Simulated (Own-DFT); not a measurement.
Simulation results for Hf7Si13 (HfSi2 crystal with substituted atoms, atoms displaced)

Computed with Own-DFT development build. A calculation, not a measurement: plane-wave density functional theory by an unreviewed code, no spin, of a simulated periodic cell, stress positive in tension, run twice, with PBE and with PBEsol, both on files made for PBE, so the change isn't that of files made for PBEsol, hafnium file: forces about 75 meV/angstrom off all-electron values; forces on such cells moved up to 12 meV/angstrom on a denser k mesh; the far tail of each file's local potential was reset to the Coulomb form; each entry is a single point on an unrelaxed cell, so the pressure reflects the starting lattice, taken from the Materials Project, from which strain is counted, and rises with the displacements; printed positions are rounded, which can move forces by about a meV/angstrom; the program, named Own-DFT, is a retired in-house code; no spin-orbit coupling; stress was not checked against mesh or cutoff.

```yaml
- formula: Hf7Si13
  kind: "HfSi2 crystal with substituted atoms, atoms displaced"
  structure:
    cell_angstrom:
      - [-7.2972, 7.0724, -1.7824]
      - [3.6486, 7.0873, 5.7379]
      - [3.6486, 3.5213, -8.4115]
    atoms_fractional:
      - [Hf, 0.53288, 0.53298, 0.74828]
      - [Hf, 0.2709, 0.26053, 0.04122]
      - [Si, 0.42802, 0.30051, 0.80342]
      - [Si, 0.37612, 0.4951, 0.01209]
      - [Si, 0.27324, 0.59697, 0.70441]
      - [Si, 0.53748, 0.20437, 0.09823]
      - [Hf, 0.72709, 0.74273, 0.95364]
      - [Hf, 0.47674, 0.45223, 0.23656]
      - [Si, 0.62451, 0.49965, 0.9979]
      - [Si, 0.56579, 0.70908, 0.20839]
      - [Si, 0.48007, 0.79335, 0.89911]
      - [Si, 0.72679, 0.39938, 0.28909]
      - [Hf, 0.9221, 0.95373, 0.16074]
      - [Hf, 0.67697, 0.64604, 0.44213]
      - [Si, 0.83255, 0.69035, 0.20339]
      - [Si, 0.7721, 0.89464, 0.39853]
      - [Si, 0.67941, 0.99407, 0.10854]
      - [Si, 0.92522, 0.59993, 0.50726]
      - [Hf, 0.02045, 0.5487, 0.75613]
      - [Hf, 0.77304, 0.25771, 0.04402]
      - [Si, 0.93104, 0.29393, 0.80196]
      - [Si, 0.87516, 0.49493, 0.99685]
      - [Si, 0.77968, 0.59945, 0.70634]
      - [Si, 0.03044, 0.1992, 0.09467]
      - [Hf, 0.23105, 0.74324, 0.96331]
      - [Hf, 0.9692, 0.45776, 0.25204]
      - [Si, 0.12676, 0.49391, 0.99568]
      - [Si, 0.07259, 0.70545, 0.20347]
      - [Si, 0.97364, 0.80612, 0.90583]
      - [Si, 0.22545, 0.40297, 0.29755]
      - [Hf, 0.41733, 0.94332, 0.16895]
      - [Hf, 0.17615, 0.6544, 0.43703]
      - [Si, 0.32219, 0.69808, 0.19692]
      - [Si, 0.28169, 0.89494, 0.39338]
      - [Si, 0.1813, 0.99826, 0.11132]
      - [Si, 0.42835, 0.59742, 0.49537]
      - [Hf, 0.62423, 0.13793, 0.35942]
      - [Hf, 0.37353, 0.85576, 0.65181]
      - [Si, 0.51485, 0.89748, 0.39547]
      - [Si, 0.47306, 0.09565, 0.60265]
      - [Si, 0.37777, 0.20267, 0.31366]
      - [Si, 0.62595, 0.80322, 0.69342]
      - [Hf, 0.82064, 0.34533, 0.55191]
      - [Hf, 0.57561, 0.05894, 0.84227]
      - [Si, 0.72529, 0.0941, 0.59999]
      - [Si, 0.67834, 0.30149, 0.79937]
      - [Hf, 0.57567, 0.40872, 0.50866]
      - [Si, 0.82388, 0.9949, 0.89243]
      - [Hf, 0.13154, 0.14072, 0.35978]
      - [Hf, 0.87162, 0.85518, 0.63402]
      - [Si, 0.03054, 0.90086, 0.39308]
      - [Si, 0.98044, 0.09845, 0.59017]
      - [Si, 0.86772, 0.19614, 0.30796]
      - [Si, 0.12486, 0.79637, 0.69621]
      - [Hf, 0.32411, 0.34404, 0.56094]
      - [Hf, 0.07142, 0.05322, 0.83989]
      - [Si, 0.22401, 0.10253, 0.59868]
      - [Si, 0.17357, 0.29791, 0.79418]
      - [Si, 0.08433, 0.40485, 0.49854]
      - [Si, 0.31733, 0.00093, 0.90221]
  settings:
    functional: "PBE, then PBEsol"
    potential_files: "PseudoDojo norm-conserving, scalar-relativistic, standard set"
    "wave_cutoff [hartree]": 42.0
    occupations: "cold (Marzari-Vanderbilt)"
    "smearing_width [eV]": 0.2
    k_mesh: "4 x 4 x 4 centred on Gamma"
  results:
    "PBE_pressure [GPa]": 5.85
    "PBE_stress_xx [GPa]": -7.32
    "PBE_stress_yy [GPa]": -4.92
    "PBE_stress_zz [GPa]": -5.32
    "PBE_stress_yz [GPa]": 0.53
    "PBE_stress_xz [GPa]": -0.42
    "PBE_stress_xy [GPa]": 0.01
    "PBEsol_pressure [GPa]": 2.5
    "PBEsol_stress_xx [GPa]": -4.26
    "PBEsol_stress_yy [GPa]": -1.46
    "PBEsol_stress_zz [GPa]": -1.77
    "PBEsol_stress_yz [GPa]": 0.56
    "PBEsol_stress_xz [GPa]": -0.43
    "PBEsol_stress_xy [GPa]": 0.01
    force_element: [Hf, Hf, Si, Si, Si, Si, Hf, Hf, Si, Si, Si, Si, Hf, Hf, Si, Si, Si, Si, Hf, Hf, Si, Si, Si, Si, Hf, Hf, Si, Si, Si, Si, Hf, Hf, Si, Si, Si, Si, Hf, Hf, Si, Si, Si, Si, Hf, Hf, Si, Si, Hf, Si, Hf, Hf, Si, Si, Si, Si, Hf, Hf, Si, Si, Si, Si]
    "PBE_force_x [eV/angstrom]": [4.012, -0.794, -0.176, -0.265, -0.153, 1.021, 0.361, 0.588, -0.16, -1.283, 0.489, -0.107, -1.176, 0.367, 0.582, -0.021, 0.475, -0.528, -0.626, -1.441, 0.39, 0.234, 0.517, 1.029, 0.165, -1.486, 0.596, -0.413, -0.957, -0.497, -1.637, 0.573, -0.098, 1.312, 0.572, 3.475, -0.847, -0.24, -0.143, 0.005, -0.69, 0.135, -2.273, 0.157, 0.285, -0.163, -3.598, 0.906, 0.494, -0.27, 0.402, 0.713, -1.027, 0.451, 1.2, -0.204, -0.365, 0.063, 0.834, -0.766]
    "PBE_force_y [eV/angstrom]": [3.079, 0.138, -0.216, -0.204, 0.221, -1.533, 0.254, 0.535, 0.205, -0.447, 0.012, 0.044, -0.425, 1.614, -0.132, -0.087, -0.712, -0.148, 0.423, 0.183, -0.258, 0.413, -0.945, -0.211, -0.889, 0.044, 0.308, -0.429, -0.383, -0.034, 0.842, 0.548, 0.239, -0.268, -0.96, 0.182, -0.577, -0.699, 1.146, 0.362, -0.308, -0.065, 2.31, -0.519, 0.312, -0.376, -4.016, 0.504, 0.064, 0.89, -0.143, -0.253, 0.621, 0.154, -0.646, 0.377, -0.092, 0.302, -1.008, 0.652]
    "PBE_force_z [eV/angstrom]": [-0.715, -1.299, 0.275, 1.249, -0.193, 0.0, -0.341, -0.259, 0.101, -0.02, -0.292, 0.386, -0.194, 1.028, 1.096, 0.051, 0.17, 0.898, -0.576, -0.429, 0.776, -0.03, 0.054, -0.113, 1.111, 0.147, 0.19, 0.109, -0.729, 0.568, 2.043, -0.712, -0.424, -0.889, 0.175, 2.511, 0.81, 0.393, -1.141, 0.162, 0.455, 0.105, -0.989, -0.827, 0.56, -0.056, -4.419, 0.527, 1.276, -1.121, -0.411, -0.407, 0.232, 0.373, 0.72, -0.276, -0.551, -0.302, -0.991, 0.157]
    "PBEsol_force_x [eV/angstrom]": [3.861, -0.783, -0.171, -0.262, -0.169, 1.023, 0.343, 0.581, -0.149, -1.294, 0.492, -0.052, -1.162, 0.36, 0.589, -0.017, 0.464, -0.523, -0.623, -1.415, 0.39, 0.237, 0.525, 1.03, 0.166, -1.462, 0.589, -0.429, -0.961, -0.504, -1.61, 0.571, -0.09, 1.312, 0.573, 3.389, -0.804, -0.239, -0.139, 0.001, -0.692, 0.125, -2.153, 0.144, 0.281, -0.163, -3.535, 0.915, 0.479, -0.258, 0.408, 0.71, -1.028, 0.457, 1.131, -0.2, -0.37, 0.05, 0.829, -0.77]
    "PBEsol_force_y [eV/angstrom]": [2.964, 0.133, -0.217, -0.214, 0.199, -1.48, 0.26, 0.532, 0.21, -0.45, -0.006, 0.057, -0.414, 1.53, -0.154, -0.078, -0.71, -0.129, 0.422, 0.169, -0.271, 0.407, -0.947, -0.198, -0.864, 0.044, 0.312, -0.424, -0.394, -0.015, 0.829, 0.522, 0.234, -0.271, -0.953, 0.188, -0.521, -0.694, 1.165, 0.361, -0.316, -0.043, 2.229, -0.521, 0.305, -0.375, -3.875, 0.506, 0.066, 0.868, -0.137, -0.252, 0.589, 0.167, -0.581, 0.371, -0.098, 0.315, -1.001, 0.647]
    "PBEsol_force_z [eV/angstrom]": [-0.612, -1.31, 0.27, 1.215, -0.256, 0.059, -0.289, -0.3, 0.091, -0.016, -0.343, 0.425, -0.165, 0.94, 1.069, 0.049, 0.103, 0.961, -0.528, -0.454, 0.754, -0.027, -0.018, -0.054, 1.133, 0.116, 0.179, 0.107, -0.792, 0.639, 2.017, -0.74, -0.414, -0.862, 0.089, 2.514, 0.837, 0.352, -1.121, 0.153, 0.386, 0.168, -0.891, -0.84, 0.544, -0.054, -4.41, 0.598, 1.284, -1.151, -0.403, -0.394, 0.168, 0.44, 0.751, -0.3, -0.536, -0.297, -1.052, 0.221]
    "rms_change_of_force_components_from_PBE_to_PBEsol [eV/angstrom]": 0.037
```
